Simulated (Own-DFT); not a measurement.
# Strain and stress in wurtzite GaN, 72 atoms (Ga36N36)

Calculated results; nothing here was measured. They come from Own-DFT, an in-house plane-wave density functional program, since retired, whose code no person has reviewed. Each row is one single-point run on a periodic cell that was not relaxed, without spin or spin-orbit coupling.

Settings of every run: PBE; PseudoDojo norm-conserving scalar-relativistic files (stringent for Ga); cutoff 96 hartree; 4 x 4 x 3 k mesh centred on Gamma; Gaussian smearing of 0.01 eV.

Known limits: forces not confirmed at this smearing and k mesh; stress not checked against mesh or cutoff.

Unstrained cell vectors in Å: (9.567, 0.000, 0.000); (-4.784, 8.285, 0.000); (0.000, 0.000, 10.370). The unstrained cell has measured lattice constants (interpolated for alloys), not those of this functional. That, the random moves and any unrelaxed bonds set the pressure at no strain. Each run strains this cell uniformly, with the atoms carried along. Every atom was also moved at random, by a Gaussian of width 0.05 Å on each axis. Strain is the symmetric tensor, in per cent. Stress is positive in tension, and the pressure is minus a third of its trace.

| run | e_xx (%) | e_yy (%) | e_zz (%) | e_yz (%) | e_xz (%) | e_xy (%) | s_xx (GPa) | s_yy (GPa) | s_zz (GPa) | s_yz (GPa) | s_xz (GPa) | s_xy (GPa) | P (GPa) | E (meV/atom) |
|---|---|---|---|---|---|---|---|---|---|---|---|---|---|---|
| 1 | -0.42 | -0.60 | 1.92 | 0.14 | 1.12 | -1.96 | -7.95 | -7.21 | -0.90 | 0.04 | 0.85 | -5.50 | 5.35 | 10.0 |
| 2 | -1.56 | 0.53 | 0.55 | -0.54 | 1.26 | 0.57 | -12.02 | -6.95 | -5.37 | -0.55 | 2.49 | 1.20 | 8.11 | 20.2 |
| 3 | -1.90 | -1.11 | 0.22 | 1.75 | 0.61 | -1.59 | -15.93 | -13.74 | -9.94 | 3.95 | 1.70 | -4.83 | 13.20 | 32.3 |
| 4 | -1.96 | 1.72 | -0.94 | 1.81 | -0.15 | -0.81 | -15.37 | -2.27 | -12.51 | 3.93 | -0.53 | -2.52 | 10.05 | 23.3 |
| 5 | 0.21 | 0.77 | 0.23 | 0.79 | 1.81 | 1.80 | -4.73 | -3.62 | -5.47 | 1.56 | 4.03 | 4.84 | 4.61 | 0.0 |
| 6 | 0.85 | -1.71 | -1.13 | -0.72 | -1.11 | -0.05 | -4.95 | -13.98 | -14.20 | -1.77 | -2.18 | -0.50 | 11.05 | 12.9 |
| 7 | -0.17 | 1.75 | 1.45 | 1.86 | 0.91 | 1.39 | -4.58 | 0.26 | -0.81 | 3.34 | 1.76 | 2.85 | 1.71 | 4.9 |
| 8 | 1.77 | 0.69 | -0.32 | -1.66 | -1.43 | 0.59 | 1.50 | -4.04 | -8.04 | -4.16 | -2.65 | 1.99 | 3.53 | 11.8 |
| 9 | 0.92 | -1.22 | -1.07 | -0.03 | -0.43 | 1.63 | -6.00 | -12.87 | -11.08 | 0.02 | -1.29 | 6.04 | 9.98 | 15.2 |
| 10 | 1.85 | 1.42 | -0.45 | -0.51 | -1.35 | -1.24 | 0.38 | -0.27 | -6.44 | -0.89 | -3.41 | -4.27 | 2.11 | 6.1 |
| 11 | -1.50 | 1.97 | -1.00 | 0.75 | 0.99 | 0.34 | -13.20 | -1.72 | -10.48 | 1.93 | 1.64 | 1.75 | 8.47 | 18.8 |
| 12 | -1.35 | -1.71 | -1.37 | 1.48 | 1.94 | 0.41 | -15.62 | -17.34 | -18.52 | 3.58 | 4.39 | 1.75 | 17.16 | 49.3 |
| 13 | 0.62 | -1.25 | -1.76 | -0.21 | 0.03 | -0.72 | -7.37 | -12.36 | -17.16 | -0.66 | 0.45 | -3.17 | 12.30 | 25.8 |
| 14 | -1.59 | 1.84 | -1.73 | 0.19 | 0.29 | 0.97 | -11.73 | -1.96 | -17.19 | 0.84 | 0.35 | 3.13 | 10.29 | 20.0 |
| 15 | 0.45 | -1.39 | 0.86 | -0.25 | -1.72 | 1.20 | -8.14 | -10.20 | -4.22 | -0.85 | -3.04 | 6.11 | 7.52 | 15.6 |
| 16 | 0.19 | 1.32 | -0.29 | -0.68 | 1.09 | -0.36 | -5.39 | -2.77 | -7.05 | -1.45 | 3.24 | -0.12 | 5.07 | 10.2 |
| 17 | -0.33 | 1.27 | 0.39 | -1.24 | -1.64 | -1.37 | ? | ? | ? | ? | ? | ? | ? | ? |

E is the free energy for each atom above the lowest run shown.

## Worked fit

Each stress component was fitted by least squares to a constant and the strains of the runs shown, as fractions, with shears doubled. Shear strains stay in the fit of a normal stress only where such slopes are resolved. The slopes, in GPa:

| stress | at no strain | per e_xx | per e_yy | per e_zz | scatter |
|---|---|---|---|---|---|
| s_xx | -7.3 | 411 ± 22 | 103 ± 20 | 69 ± 25 | 1.08 |
| s_yy | -7.2 | 89 ± 18 | 393 ± 16 | 90 ± 21 | 0.88 |
| s_zz | -7.9 | 105 ± 24 | 100 ± 22 | 460 ± 28 | 1.17 |

Each shear stress against twice its own strain: yz 100 ± 5, xz 105 ± 10, xy 161 ± 12 GPa. These are stiffnesses along x, y and z of the frame in which the cell vectors are given, which need not be the crystal's axes. The atoms are held to the strained lattice; where symmetry lets them move under strain, relaxing them would lower some slopes. The table should be nearly symmetric about its diagonal, and what it lacks of that shows the noise. A ninth of its sum, 202 ± 4 GPa, estimates the bulk modulus near the mean pressure of these runs, 8.2 GPa, so it lies above the value at zero pressure.

## Withheld run

Question: what normal stresses and pressure should run 17 give?

The fit gives s_xx = -7.0, s_yy = -2.1, s_zz = -5.2 and P = 4.8 GPa. The calculation gave -7.39, -2.11, -5.49 and P = 5.00 GPa.
